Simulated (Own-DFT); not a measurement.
# How strain changes the stress of 2H SiC, 72 atoms (C36Si36)

All numbers below are calculated, not measured. They come from Own-DFT, an in-house plane-wave density functional program, since retired, whose code no person has reviewed. Each row is one single-point run on a periodic cell that was not relaxed, without spin or spin-orbit coupling.

Settings of every run: PBE; PseudoDojo norm-conserving scalar-relativistic files; cutoff 42 hartree; 4 x 4 x 3 k mesh centred on Gamma; Fermi-Dirac smearing of 0.1 eV.

Known limits: forces on such cells passed a denser k mesh, each cell not checked; stress not checked against mesh or cutoff.

Unstrained cell vectors in Å: (9.248, 0.000, 0.000); (-4.624, 8.009, 0.000); (0.000, 0.000, 10.068). The unstrained cell has measured lattice constants (interpolated for alloys), not those of this functional. That, the random moves and any unrelaxed bonds set the pressure at no strain. Each run strains this cell uniformly, with the atoms carried along. Every atom was also moved at random, by a Gaussian of width 0.05 Å on each axis. Strain is the symmetric tensor, in per cent. Stress is positive in tension, and the pressure is minus a third of its trace.

```
run,e_xx (%),e_yy (%),e_zz (%),e_yz (%),e_xz (%),e_xy (%),s_xx (GPa),s_yy (GPa),s_zz (GPa),s_yz (GPa),s_xz (GPa),s_xy (GPa),P (GPa),E (meV/atom)
1,1.60,-1.31,-1.69,0.99,1.04,-1.79,2.89,-10.21,-21.65,3.36,2.71,-8.55,9.66,56.0
2,-1.55,0.61,-0.80,-1.46,0.26,-1.91,-14.30,-2.89,-14.25,-5.79,-0.15,-10.31,10.48,58.2
3,0.41,-0.83,1.30,1.29,1.44,-0.93,-3.93,-8.92,1.16,3.54,4.29,-2.74,3.90,37.3
4,0.70,-0.75,0.18,1.53,-1.28,-1.00,-0.74,-6.12,-6.65,5.09,-4.70,-4.35,4.51,0.0
5,1.57,0.72,-1.87,-0.93,1.64,1.58,4.10,-1.38,-17.98,-3.29,5.98,6.90,5.09,46.4
6,1.91,1.47,0.78,1.29,1.77,-1.31,6.81,4.56,-0.43,3.69,5.09,-5.37,-3.65,9.1
7,-0.22,-1.43,-1.73,1.21,1.08,1.29,-8.59,-14.40,-18.47,4.08,4.43,6.07,13.82,44.6
8,-1.75,-1.03,0.31,-0.43,-1.22,-0.15,-16.00,-12.52,-6.43,-2.78,-4.65,-4.25,11.65,53.1
9,1.88,-1.55,-0.04,1.00,-1.30,1.09,4.76,-11.56,-8.28,2.83,-4.66,4.69,5.03,19.2
10,0.26,0.63,-1.93,-1.93,1.22,0.77,-3.60,-1.05,-22.06,-7.22,4.37,3.94,8.91,59.8
11,-0.44,-0.51,1.10,-1.81,-0.69,0.95,-7.37,-6.58,-1.92,-6.05,-3.04,4.72,5.29,27.9
12,0.69,-1.06,1.26,-1.96,0.14,1.30,-0.98,-11.99,-0.13,-6.86,-0.06,5.39,4.37,42.4
13,0.10,0.25,1.64,-1.10,-0.78,-0.57,-2.03,-2.85,2.32,-4.05,-2.53,-2.32,0.86,12.3
14,0.61,-1.96,0.75,1.22,1.72,-0.54,-1.75,-14.14,-3.20,3.51,4.39,-2.14,6.36,12.0
15,1.85,-0.62,0.49,-0.32,1.96,-1.25,5.64,-4.89,-5.67,-1.69,5.27,-6.11,1.64,18.2
16,-1.58,-0.80,-1.60,-0.23,0.32,0.79,-13.16,-10.39,-23.23,-0.99,-0.70,1.85,15.59,49.5
17,1.01,1.88,0.92,-0.76,1.59,-0.97,?,?,?,?,?,?,?,?
```

E is the free energy for each atom above the lowest run shown.

## Worked fit

Each stress component was fitted by least squares to a constant and the strains of the runs shown, as fractions, with shears doubled. Shear strains stay in the fit of a normal stress only where such slopes are resolved. The slopes, in GPa:

```
stress,at no strain,per e_xx,per e_yy,per e_zz,scatter
s_xx,-4.8,568 ± 19,63 ± 24,36 ± 18,0.91
s_yy,-4.8,91 ± 26,535 ± 34,26 ± 25,1.26
s_zz,-8.3,59 ± 32,55 ± 41,688 ± 31,1.54
```

Each shear stress against twice its own strain: yz 168 ± 6, xz 161 ± 9, xy 240 ± 14 GPa. These are stiffnesses along x, y and z of the frame in which the cell vectors are given, which need not be the crystal's axes. The atoms are held to the strained lattice; where symmetry lets them move under strain, relaxing them would lower some slopes. The table should be nearly symmetric about its diagonal, and what it lacks of that shows the noise. A ninth of its sum, 236 ± 6 GPa, estimates the bulk modulus near the mean pressure of these runs, 6.5 GPa, so it lies above the value at zero pressure.

## Withheld run

Question: what normal stresses and pressure should run 17 give?

The fit gives s_xx = 2.5, s_yy = 6.4, s_zz = -0.4 and P = -2.8 GPa. The calculation gave 3.50, 3.30, 0.52 and P = -2.44 GPa.
